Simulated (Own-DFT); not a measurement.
Simulation results for Al3GaAs4 (zincblende random alloy, atoms displaced), In3GaP4 (zincblende random alloy, atoms displaced), Al3GaAs4 (zincblende random alloy, strained, atoms displaced)

A calculation, not a measurement: plane-wave PBE density functional theory by an unreviewed code, no spin, of a simulated periodic cell, stress positive in tension, free energy of the whole cell less one offset for each atom, forces on such cells passed a denser k mesh, this cell's mesh not checked; offsets are fitted by least squares, one for each functional and potential file, so energies compare only between cells with the same atoms and settings and are not formation energies; the far tail of each file's local potential was reset to the Coulomb form; each entry is a single point on an unrelaxed cell, so the pressure reflects the starting lattice, mostly measured values, from which strain is counted, and rises with the displacements; printed positions are rounded, which can move forces by about a meV/angstrom; the program is a retired in-house code; no spin-orbit coupling; before rounding, a Quantum ESPRESSO 7.3.1 run of the same cell and cutoff gave forces within 1 meV/angstrom rms on each cell, which checks the program and not the settings. Program: Own-DFT development build.

Common to all runs: functional PBE; potential files PseudoDojo norm-conserving, scalar-relativistic, standard set; wave cutoff 42 hartree; occupations Fermi-Dirac; smearing width 0.1 eV; k mesh 3 x 3 x 3 centred on Gamma.

```json
{"entry": 1, "formula": "Al3GaAs4", "kind": "zincblende random alloy, atoms displaced", "structure": {"cell_angstrom": [[11.3183, 0.0, 0.0], [0.0, 11.3183, 0.0], [0.0, 0.0, 11.3183]], "atoms_fractional": [["Ga", 0.00247, 0.002, 0.00227], ["Al", 0.00771, 0.25232, 0.24355], ["Al", 0.24527, 0.99842, 0.25032], ["Al", 0.26735, 0.2533, 0.00068], ["As", 0.11966, 0.12125, 0.12242], ["As", 0.11935, 0.3704, 0.36968], ["As", 0.38529, 0.11635, 0.37252], ["As", 0.3774, 0.3805, 0.1209], ["Al", 0.0077, 0.99599, 0.50278], ["Al", 0.99845, 0.25103, 0.76696], ["Al", 0.25136, 0.99213, 0.75162], ["Al", 0.24361, 0.24713, 0.49094], ["As", 0.12944, 0.13717, 0.62215], ["As", 0.12252, 0.358, 0.87469], ["As", 0.36767, 0.13612, 0.87044], ["As", 0.36414, 0.3713, 0.62273], ["Al", 0.00654, 0.50623, 0.00038], ["Ga", 0.99313, 0.75062, 0.23981], ["Ga", 0.25286, 0.50895, 0.24829], ["Ga", 0.24116, 0.749, 0.99793], ["As", 0.12998, 0.62875, 0.1296], ["As", 0.13251, 0.86992, 0.38048], ["As", 0.37259, 0.63953, 0.3838], ["As", 0.38353, 0.88007, 0.12227], ["Al", 0.00294, 0.49772, 0.50664], ["Al", 0.99815, 0.74428, 0.75685], ["Al", 0.24325, 0.49672, 0.75151], ["Al", 0.24065, 0.74281, 0.50028], ["As", 0.12902, 0.63078, 0.62851], ["As", 0.13798, 0.87039, 0.88033], ["As", 0.37915, 0.62659, 0.86779], ["As", 0.37922, 0.8785, 0.63206], ["Ga", 0.50911, 0.9894, 0.00299], ["Al", 0.49303, 0.26264, 0.23696], ["Al", 0.75228, 0.00514, 0.25027], ["Al", 0.75297, 0.25787, 0.99101], ["As", 0.60741, 0.1109, 0.12459], ["As", 0.60506, 0.36997, 0.37017], ["As", 0.88438, 0.12386, 0.37347], ["As", 0.87743, 0.3761, 0.11863], ["Al", 0.4966, 0.00499, 0.49855], ["Al", 0.50461, 0.25859, 0.75293], ["Ga", 0.75018, 0.99341, 0.74782], ["Al", 0.7597, 0.24797, 0.48634], ["As", 0.62439, 0.12797, 0.62637], ["As", 0.62532, 0.38212, 0.87137], ["As", 0.86493, 0.12077, 0.87796], ["As", 0.87513, 0.36154, 0.62405], ["Ga", 0.4997, 0.50228, 0.02059], ["Ga", 0.50326, 0.745, 0.26264], ["Al", 0.75449, 0.50456, 0.26045], ["Al", 0.7451, 0.74, 0.99806], ["As", 0.63031, 0.63546, 0.12268], ["As", 0.61667, 0.86375, 0.35428], ["As", 0.87291, 0.62198, 0.37717], ["As", 0.88064, 0.86046, 0.13049], ["Al", 0.50133, 0.50502, 0.5022], ["Al", 0.50134, 0.751, 0.74982], ["Al", 0.751, 0.50974, 0.73932], ["Al", 0.75274, 0.75076, 0.49678], ["As", 0.62939, 0.63054, 0.63614], ["As", 0.61651, 0.89444, 0.87339], ["As", 0.884, 0.61843, 0.8775], ["As", 0.86892, 0.86289, 0.61888]]}, "results": {"free_energy_of_cell_above_offsets [eV]": "-13.483", "pressure [GPa]": 4.12, "stress_xx [GPa]": -4.08, "stress_yy [GPa]": -4.01, "stress_zz [GPa]": -4.29, "stress_yz [GPa]": -0.27, "stress_xz [GPa]": -0.64, "stress_xy [GPa]": -0.36, "force_element": ["Ga", "Al", "Al", "Al", "As", "As", "As", "As", "Al", "Al", "Al", "Al", "As", "As", "As", "As", "Al", "Ga", "Ga", "Ga", "As", "As", "As", "As", "Al", "Al", "Al", "Al", "As", "As", "As", "As", "Ga", "Al", "Al", "Al", "As", "As", "As", "As", "Al", "Al", "Ga", "Al", "As", "As", "As", "As", "Ga", "Ga", "Al", "Al", "As", "As", "As", "As", "Al", "Al", "Al", "Al", "As", "As", "As", "As"], "force_x [eV/angstrom]": [-0.646, -1.15, 0.804, -1.941, 1.594, 0.862, -1.711, -1.592, -0.186, -1.186, -0.107, 1.357, -1.014, 1.4, 1.479, 0.781, 0.573, 1.95, 0.175, 2.53, -0.617, -1.208, 0.426, -1.515, -0.214, 0.431, 0.491, 1.052, -1.02, -2.456, -0.669, -0.315, -2.587, 0.315, -0.211, -1.143, 2.288, 2.129, 0.153, -0.097, 1.207, -0.794, 0.035, -1.521, 0.564, 0.228, 0.985, 0.087, 1.073, -2.152, -1.186, 1.046, -0.899, 2.975, 1.266, -2.295, -0.644, 0.02, 1.125, -1.615, -0.632, 1.769, -1.289, 1.441], "force_y [eV/angstrom]": [-1.067, -0.353, -0.009, -0.486, 0.846, 1.306, 1.754, 0.39, 0.254, -1.664, 1.473, -0.039, -1.552, 2.511, -1.528, 0.496, -1.284, -1.428, -0.621, -0.569, -0.217, 0.221, -1.916, -1.487, -0.116, 1.029, -0.254, 1.487, -1.091, 1.131, -0.785, -0.682, 1.46, -2.477, -0.672, -0.588, 2.669, 0.958, -0.365, 0.4, -1.252, -0.432, 0.608, -0.023, 0.076, 0.756, -0.379, 1.219, 1.128, -1.171, -1.215, 1.921, -1.652, 3.166, 0.378, 2.617, -0.226, 0.795, -1.792, -0.437, 0.522, -3.304, 0.306, 1.259], "force_z [eV/angstrom]": [-0.603, -0.432, -0.207, 0.196, 0.292, 0.271, -1.086, 0.792, 0.402, -1.966, -0.257, -0.459, 1.236, 1.675, -0.266, -0.215, 0.324, 2.654, 0.986, 0.927, -0.461, -1.013, -0.49, 0.747, -0.109, -0.408, 0.162, 0.981, 0.418, -1.191, 1.192, -1.267, -0.304, 0.645, -0.355, 0.859, 0.848, 0.641, -0.478, 0.77, 0.633, -0.565, -0.736, 0.577, -0.625, 0.508, -0.222, 0.338, -2.396, -3.052, -1.32, -1.361, 1.81, 3.593, 0.636, -2.256, 0.611, 0.514, 1.11, -0.935, -1.959, -1.163, -0.328, 1.138]}}
{"entry": 2, "formula": "In3GaP4", "kind": "zincblende random alloy, atoms displaced", "structure": {"cell_angstrom": [[11.5283, 0.0, 0.0], [0.0, 11.5283, 0.0], [0.0, 0.0, 11.5283]], "atoms_fractional": [["In", 0.00887, 0.00229, 0.99757], ["In", 0.0024, 0.24682, 0.25105], ["In", 0.24878, 0.99586, 0.26413], ["Ga", 0.24486, 0.26324, 0.00394], ["P", 0.11575, 0.12898, 0.11964], ["P", 0.13189, 0.37661, 0.37776], ["P", 0.37777, 0.11883, 0.38152], ["P", 0.37143, 0.37996, 0.13038], ["In", 0.0052, 0.005, 0.50108], ["Ga", 0.9887, 0.26335, 0.74894], ["Ga", 0.24386, 0.00145, 0.74325], ["In", 0.25687, 0.26173, 0.50242], ["P", 0.12062, 0.11588, 0.62503], ["P", 0.12294, 0.36378, 0.87085], ["P", 0.37463, 0.12327, 0.87361], ["P", 0.37833, 0.38376, 0.6246], ["In", 0.9929, 0.49232, 0.00118], ["In", 0.00295, 0.75337, 0.25515], ["In", 0.25144, 0.50798, 0.25174], ["In", 0.24857, 0.74788, 0.99826], ["P", 0.12921, 0.6169, 0.11737], ["P", 0.11985, 0.88559, 0.37549], ["P", 0.37622, 0.6202, 0.37766], ["P", 0.38709, 0.8769, 0.1334], ["In", 0.99784, 0.49298, 0.48835], ["In", 0.99616, 0.76421, 0.75034], ["In", 0.24562, 0.50168, 0.74795], ["In", 0.24782, 0.74962, 0.49523], ["P", 0.12915, 0.61401, 0.62695], ["P", 0.11961, 0.86893, 0.88188], ["P", 0.36414, 0.63647, 0.886], ["P", 0.37528, 0.86985, 0.62647], ["Ga", 0.49624, 0.99945, 0.0001], ["In", 0.50321, 0.24904, 0.25352], ["In", 0.75091, 1e-05, 0.24569], ["Ga", 0.76024, 0.25198, 0.98631], ["P", 0.62003, 0.11906, 0.1289], ["P", 0.6359, 0.37463, 0.37473], ["P", 0.88895, 0.1268, 0.37895], ["P", 0.87843, 0.38246, 0.1288], ["In", 0.50432, 0.0014, 0.50315], ["In", 0.50072, 0.24713, 0.73248], ["In", 0.74897, 0.99366, 0.74771], ["In", 0.74681, 0.24703, 0.49859], ["P", 0.61925, 0.122, 0.62308], ["P", 0.61837, 0.36554, 0.87201], ["P", 0.88915, 0.1213, 0.87362], ["P", 0.87707, 0.3776, 0.63694], ["Ga", 0.50045, 0.50778, 0.0079], ["In", 0.49841, 0.75222, 0.25872], ["In", 0.75372, 0.4913, 0.24699], ["In", 0.75335, 0.74794, 0.99945], ["P", 0.61781, 0.63113, 0.11452], ["P", 0.62428, 0.86893, 0.37817], ["P", 0.88465, 0.61104, 0.36761], ["P", 0.87879, 0.88049, 0.1254], ["In", 0.50072, 0.49524, 0.49346], ["In", 0.49003, 0.74572, 0.73867], ["Ga", 0.74331, 0.49534, 0.75163], ["Ga", 0.75674, 0.73548, 0.49974], ["P", 0.62876, 0.63533, 0.62971], ["P", 0.62265, 0.86836, 0.88504], ["P", 0.86654, 0.63093, 0.8775], ["P", 0.87084, 0.87939, 0.63123]]}, "results": {"free_energy_of_cell_above_offsets [eV]": "-26.704", "pressure [GPa]": 5.0, "stress_xx [GPa]": -5.15, "stress_yy [GPa]": -4.8, "stress_zz [GPa]": -5.06, "stress_yz [GPa]": 0.03, "stress_xz [GPa]": -0.15, "stress_xy [GPa]": 1.28, "force_element": ["In", "In", "In", "Ga", "P", "P", "P", "P", "In", "Ga", "Ga", "In", "P", "P", "P", "P", "In", "In", "In", "In", "P", "P", "P", "P", "In", "In", "In", "In", "P", "P", "P", "P", "Ga", "In", "In", "Ga", "P", "P", "P", "P", "In", "In", "In", "In", "P", "P", "P", "P", "Ga", "In", "In", "In", "P", "P", "P", "P", "In", "In", "Ga", "Ga", "P", "P", "P", "P"], "force_x [eV/angstrom]": [-0.615, 0.216, 0.779, 0.377, 2.652, -0.208, -0.253, 0.657, -1.278, 1.094, 0.437, -0.362, 1.165, -0.078, -0.787, -0.017, 0.85, 0.132, -0.384, -0.594, -0.959, 0.008, 0.014, -1.393, 0.684, 0.276, 0.913, -0.289, -1.87, 1.54, 2.712, -1.605, 0.299, -0.447, 0.086, -0.362, 0.343, -1.083, -1.995, -0.631, -0.566, -0.95, -1.087, 1.144, 1.863, 0.827, -1.496, -1.093, -0.694, 0.315, -1.357, -0.173, 0.17, 1.822, -1.695, 0.132, 1.162, 0.607, -0.015, -0.002, 1.17, -1.162, 0.897, 0.156], "force_y [eV/angstrom]": [-0.558, 1.028, 1.081, -1.085, 0.564, -0.48, 1.208, -0.412, -1.005, -1.759, -0.403, -1.631, 2.304, 0.14, -0.147, -0.067, 1.058, -0.436, -0.412, 1.96, 0.775, -1.938, 0.79, 0.819, -0.302, -1.999, -0.536, -0.072, 1.89, 1.14, -3.028, 1.908, -0.017, -0.054, -0.004, -0.365, 0.691, -0.041, -0.071, -2.745, -1.377, 0.19, 0.951, -0.336, -0.173, 1.293, 1.694, 0.427, -0.61, -0.928, 1.721, 0.944, -1.086, -0.121, 2.09, -0.687, 0.694, -0.046, 0.524, 0.786, -1.935, 1.248, -1.944, -1.109], "force_z [eV/angstrom]": [0.315, -0.104, -2.24, -0.093, 0.454, -1.011, -0.096, -1.334, 0.538, 0.644, 0.882, 0.274, 1.7, 0.099, 0.386, 0.477, -1.51, -1.125, -0.109, 2.175, 0.713, 0.657, -0.063, -1.268, 2.145, -0.089, 1.783, 0.507, -1.254, -1.167, -1.921, -0.533, -0.066, -0.205, 1.013, 0.692, -1.97, 0.014, -0.285, -0.802, -0.318, 1.653, 1.66, 0.791, 0.042, 0.77, -0.948, -0.672, -0.777, -0.458, -0.565, 0.975, 1.363, 0.965, 0.39, -0.202, 0.604, 2.358, 0.516, -0.144, -0.944, -0.787, -1.657, -2.837]}}
{"entry": 3, "formula": "Al3GaAs4", "kind": "zincblende random alloy, strained, atoms displaced", "structure": {"cell_angstrom": [[11.1242, -0.2046, -0.1274], [-0.2046, 11.467, 0.0463], [-0.1274, 0.0463, 11.3502]], "atoms_fractional": [["Ga", 0.99355, 0.0017, 0.00099], ["Ga", 0.99834, 0.24892, 0.25061], ["Ga", 0.25323, 0.00086, 0.25238], ["Al", 0.24814, 0.24469, 0.98953], ["As", 0.12803, 0.12222, 0.12919], ["As", 0.12526, 0.37258, 0.36605], ["As", 0.37613, 0.12339, 0.37354], ["As", 0.37364, 0.38342, 0.12561], ["Al", 0.00228, 0.99914, 0.49851], ["Ga", 0.99763, 0.2504, 0.75877], ["Al", 0.24672, 0.00612, 0.74952], ["Al", 0.25802, 0.23997, 0.5007], ["As", 0.12203, 0.12676, 0.62903], ["As", 0.11589, 0.36836, 0.87251], ["As", 0.37588, 0.12257, 0.87125], ["As", 0.3746, 0.37118, 0.62287], ["Ga", 0.99717, 0.49175, 0.0009], ["Al", 0.00107, 0.74426, 0.24875], ["Al", 0.23841, 0.501, 0.25473], ["Ga", 0.24968, 0.75245, 0.99388], ["As", 0.12948, 0.62836, 0.13083], ["As", 0.13189, 0.87777, 0.37517], ["As", 0.38359, 0.62275, 0.37067], ["As", 0.37109, 0.87059, 0.11708], ["Al", 0.99592, 0.49933, 0.49527], ["Al", 0.99945, 0.74553, 0.75709], ["Ga", 0.2507, 0.50414, 0.74564], ["Al", 0.24642, 0.74239, 0.49452], ["As", 0.11688, 0.63097, 0.62335], ["As", 0.12995, 0.87247, 0.87746], ["As", 0.37468, 0.62523, 0.87479], ["As", 0.3782, 0.87027, 0.62502], ["Al", 0.50014, 0.992, 0.00262], ["Al", 0.49663, 0.24687, 0.25512], ["Al", 0.74596, 0.99796, 0.25554], ["Al", 0.74804, 0.25869, 0.0004], ["As", 0.62181, 0.13168, 0.11878], ["As", 0.6305, 0.37233, 0.37232], ["As", 0.87244, 0.12824, 0.37436], ["As", 0.87637, 0.37376, 0.13675], ["Al", 0.50023, 0.00206, 0.50139], ["Al", 0.49974, 0.25286, 0.75051], ["Al", 0.74672, 0.99903, 0.74631], ["Al", 0.75028, 0.24815, 0.50159], ["As", 0.62648, 0.12213, 0.62131], ["As", 0.63039, 0.37731, 0.8701], ["As", 0.8685, 0.12155, 0.87403], ["As", 0.88308, 0.38041, 0.62544], ["Al", 0.49501, 0.49711, 0.99945], ["Ga", 0.50117, 0.75111, 0.25878], ["Al", 0.74627, 0.50167, 0.24604], ["Al", 0.75377, 0.75165, 0.00373], ["As", 0.61961, 0.62468, 0.12521], ["As", 0.63113, 0.88299, 0.38285], ["As", 0.87399, 0.62578, 0.37789], ["As", 0.86554, 0.88005, 0.12346], ["Al", 0.50177, 0.50201, 0.49818], ["Al", 0.49958, 0.75107, 0.75657], ["Al", 0.75306, 0.50198, 0.75108], ["Al", 0.75647, 0.753, 0.50271], ["As", 0.61537, 0.62051, 0.6392], ["As", 0.62088, 0.86442, 0.87475], ["As", 0.87745, 0.62332, 0.8792], ["As", 0.87357, 0.87657, 0.62544]]}, "results": {"free_energy_of_cell_above_offsets [eV]": "-17.724", "pressure [GPa]": 3.54, "stress_xx [GPa]": -4.39, "stress_yy [GPa]": -2.84, "stress_zz [GPa]": -3.39, "stress_yz [GPa]": 0.81, "stress_xz [GPa]": -1.66, "stress_xy [GPa]": -3.13, "force_element": ["Ga", "Ga", "Ga", "Al", "As", "As", "As", "As", "Al", "Ga", "Al", "Al", "As", "As", "As", "As", "Ga", "Al", "Al", "Ga", "As", "As", "As", "As", "Al", "Al", "Ga", "Al", "As", "As", "As", "As", "Al", "Al", "Al", "Al", "As", "As", "As", "As", "Al", "Al", "Al", "Al", "As", "As", "As", "As", "Al", "Ga", "Al", "Al", "As", "As", "As", "As", "Al", "Al", "Al", "Al", "As", "As", "As", "As"], "force_x [eV/angstrom]": [0.688, 0.357, 0.026, 0.339, -0.382, -0.096, 0.196, -0.834, -0.112, -0.878, 0.322, -1.004, -0.189, 1.609, 0.468, 0.094, 0.463, -0.245, 1.631, -0.04, -0.613, -0.862, -1.43, 0.535, 0.914, 0.036, -0.563, 0.898, 0.263, -1.03, -0.235, -0.69, 0.289, 0.337, 0.188, 0.455, -0.071, -0.488, 0.246, -0.561, -0.344, 0.307, -0.25, 0.487, -0.299, -0.646, -0.151, -1.009, 0.621, 0.491, 0.186, -0.649, 0.303, -0.799, -0.417, 0.875, 0.345, -0.766, 0.303, -1.033, 0.885, 1.138, -0.352, 0.74], "force_y [eV/angstrom]": [-0.247, -0.808, -0.635, 0.361, 0.48, -0.362, -0.156, -1.178, 0.078, -0.955, -1.143, 0.501, 0.234, 1.52, 0.142, 0.694, 0.366, 0.961, 0.218, -1.207, -0.098, -0.43, -0.273, 0.423, -0.155, 0.673, -0.519, 0.328, -0.628, 0.982, -0.11, 0.425, 0.525, 0.713, 0.953, -0.535, -0.625, 0.305, -0.424, 0.39, -0.658, -0.534, -0.677, 0.479, 0.834, 0.208, 0.603, -0.666, 0.115, 0.764, 0.095, -0.895, 0.408, -0.893, 0.147, -0.145, -0.749, -0.642, -0.111, -0.969, 0.678, 1.559, 0.109, 0.157], "force_z [eV/angstrom]": [-0.135, -0.39, -0.971, 0.86, -0.427, 2.165, 0.687, 0.437, -0.2, -1.525, -0.539, -0.311, -0.245, 0.928, 0.637, 0.106, 0.387, -0.115, -0.891, 0.179, -0.992, 0.092, 0.844, 1.767, -0.297, -0.604, -0.198, 0.129, 0.069, -0.349, 0.393, 0.033, -0.711, -1.281, -1.306, -0.122, 0.935, 0.666, 0.538, -0.841, -0.164, -0.412, 0.112, -0.043, 0.858, 0.682, 0.502, 0.405, -0.532, -1.13, 0.128, -0.556, -0.003, 0.264, -0.284, 1.179, 0.051, -1.202, -0.612, 0.115, -0.99, 0.873, 0.548, 0.811]}}
{"entry": 4, "formula": "In3GaP4", "kind": "zincblende random alloy, atoms displaced", "structure": {"cell_angstrom": [[11.5283, 0.0, 0.0], [0.0, 11.5283, 0.0], [0.0, 0.0, 11.5283]], "atoms_fractional": [["Ga", 0.98747, 0.99569, 0.99617], ["In", 0.00149, 0.24973, 0.24961], ["In", 0.25236, 0.98946, 0.25621], ["In", 0.2532, 0.25332, 0.99567], ["P", 0.12592, 0.12212, 0.13573], ["P", 0.12766, 0.36917, 0.38172], ["P", 0.39121, 0.12783, 0.36459], ["P", 0.36796, 0.37528, 0.13136], ["Ga", 0.99896, 0.98601, 0.49956], ["In", 0.00553, 0.25823, 0.74908], ["In", 0.26022, 0.00308, 0.7487], ["In", 0.25044, 0.25214, 0.50575], ["P", 0.13133, 0.12676, 0.64411], ["P", 0.12462, 0.37445, 0.87485], ["P", 0.36298, 0.12294, 0.87125], ["P", 0.39118, 0.3847, 0.62755], ["In", 0.99714, 0.50166, 0.00016], ["In", 0.99118, 0.75068, 0.24525], ["In", 0.25159, 0.49863, 0.24305], ["Ga", 0.26071, 0.74452, 0.00181], ["P", 0.12458, 0.63392, 0.12059], ["P", 0.13078, 0.87357, 0.37267], ["P", 0.3793, 0.62565, 0.38078], ["P", 0.36865, 0.87207, 0.11454], ["Ga", 0.99747, 0.50189, 0.48645], ["In", 0.00383, 0.75931, 0.76882], ["In", 0.2463, 0.50178, 0.76], ["In", 0.24941, 0.76415, 0.50839], ["P", 0.12389, 0.62233, 0.61635], ["P", 0.13247, 0.86297, 0.86793], ["P", 0.3658, 0.62474, 0.87105], ["P", 0.37761, 0.87323, 0.62963], ["In", 0.50128, 0.00376, 0.99709], ["In", 0.49405, 0.25508, 0.25784], ["In", 0.75721, 0.9946, 0.24508], ["In", 0.75216, 0.25181, 0.98623], ["P", 0.61209, 0.12183, 0.11794], ["P", 0.61954, 0.38278, 0.38278], ["P", 0.88312, 0.11784, 0.38677], ["P", 0.88377, 0.37908, 0.12878], ["In", 0.4987, 0.00681, 0.49884], ["In", 0.50383, 0.24258, 0.76405], ["Ga", 0.75124, 0.98804, 0.76399], ["In", 0.7407, 0.24762, 0.50763], ["P", 0.63255, 0.12568, 0.63007], ["P", 0.64223, 0.36622, 0.87439], ["P", 0.87037, 0.12943, 0.86622], ["P", 0.87032, 0.38006, 0.63009], ["In", 0.50908, 0.49583, 0.99162], ["In", 0.49637, 0.75563, 0.25382], ["Ga", 0.74335, 0.49499, 0.24477], ["Ga", 0.74673, 0.75157, 0.98969], ["P", 0.61516, 0.63073, 0.12825], ["P", 0.62433, 0.88583, 0.36423], ["P", 0.86772, 0.6319, 0.37418], ["P", 0.87569, 0.8778, 0.13162], ["In", 0.49944, 0.50524, 0.50668], ["In", 0.50347, 0.75302, 0.75728], ["Ga", 0.74347, 0.49699, 0.75194], ["In", 0.74294, 0.75924, 0.49659], ["P", 0.6238, 0.6264, 0.63327], ["P", 0.62548, 0.87504, 0.88343], ["P", 0.8818, 0.62291, 0.88012], ["P", 0.87303, 0.88054, 0.62453]]}, "results": {"free_energy_of_cell_above_offsets [eV]": "-26.479", "pressure [GPa]": 4.92, "stress_xx [GPa]": -4.86, "stress_yy [GPa]": -5.18, "stress_zz [GPa]": -4.72, "stress_yz [GPa]": 0.08, "stress_xz [GPa]": -0.36, "stress_xy [GPa]": -0.26, "force_element": ["Ga", "In", "In", "In", "P", "P", "P", "P", "Ga", "In", "In", "In", "P", "P", "P", "P", "In", "In", "In", "Ga", "P", "P", "P", "P", "Ga", "In", "In", "In", "P", "P", "P", "P", "In", "In", "In", "In", "P", "P", "P", "P", "In", "In", "Ga", "In", "P", "P", "P", "P", "In", "In", "Ga", "Ga", "P", "P", "P", "P", "In", "In", "Ga", "In", "P", "P", "P", "P"], "force_x [eV/angstrom]": [0.987, -0.127, 0.715, -0.867, -0.166, -0.899, -3.111, 1.573, 0.57, -0.984, -1.258, 1.095, -0.927, -0.155, 1.898, -1.705, 1.147, 1.146, -1.113, -1.043, 0.831, -2.043, -1.042, 0.259, -0.005, -1.927, -0.347, -0.108, -0.966, 2.134, 1.27, 1.063, -1.563, 1.972, -0.745, 1.322, 2.027, 1.356, -0.297, -1.998, 0.631, -0.131, 0.168, 1.45, -0.756, -2.062, 0.918, 0.19, -0.729, -0.553, 0.13, 0.586, 1.977, -0.445, 0.004, -0.006, 0.58, -0.39, 0.886, -0.12, 1.16, 1.166, -2.78, 0.159], "force_y [eV/angstrom]": [0.403, -0.408, 1.4, -0.487, -0.67, 1.494, -1.551, -0.384, 0.905, -0.235, -1.724, -0.544, -0.612, 0.376, 0.644, -1.741, -0.168, -0.49, 1.33, 0.016, -0.08, -0.119, 0.524, -0.25, 0.091, -2.096, -0.404, -1.764, -0.227, 2.58, 0.934, 0.776, -0.496, 1.47, 2.323, -1.577, 1.661, -0.166, 0.118, -0.129, -0.335, 0.416, 0.904, 0.76, -2.0, 2.787, -2.128, 1.072, 0.126, -0.035, 0.562, -0.758, -0.571, -0.46, -1.858, -0.591, 0.951, -0.434, 0.594, -0.215, -0.196, -0.013, 0.593, 0.105], "force_z [eV/angstrom]": [0.129, 0.921, -0.914, 1.204, -1.933, -0.431, 1.934, -1.699, 0.259, -0.333, -0.307, 0.554, -2.532, 0.907, 1.452, 1.573, 0.5, 0.73, 1.486, -0.307, -0.26, 1.11, -0.367, 0.04, 0.794, -3.278, -2.244, -0.473, 0.346, 3.303, 1.59, -0.179, -0.359, -1.833, 0.555, 3.542, 1.349, -1.313, -0.167, 0.285, 0.725, -1.24, -1.148, -0.996, 1.659, -1.786, 0.093, -0.709, 0.494, -0.176, 0.286, 1.352, -0.826, 1.07, -0.236, -3.483, -0.519, -0.099, -0.284, 0.485, 0.257, -0.562, -0.877, 0.882]}}
```
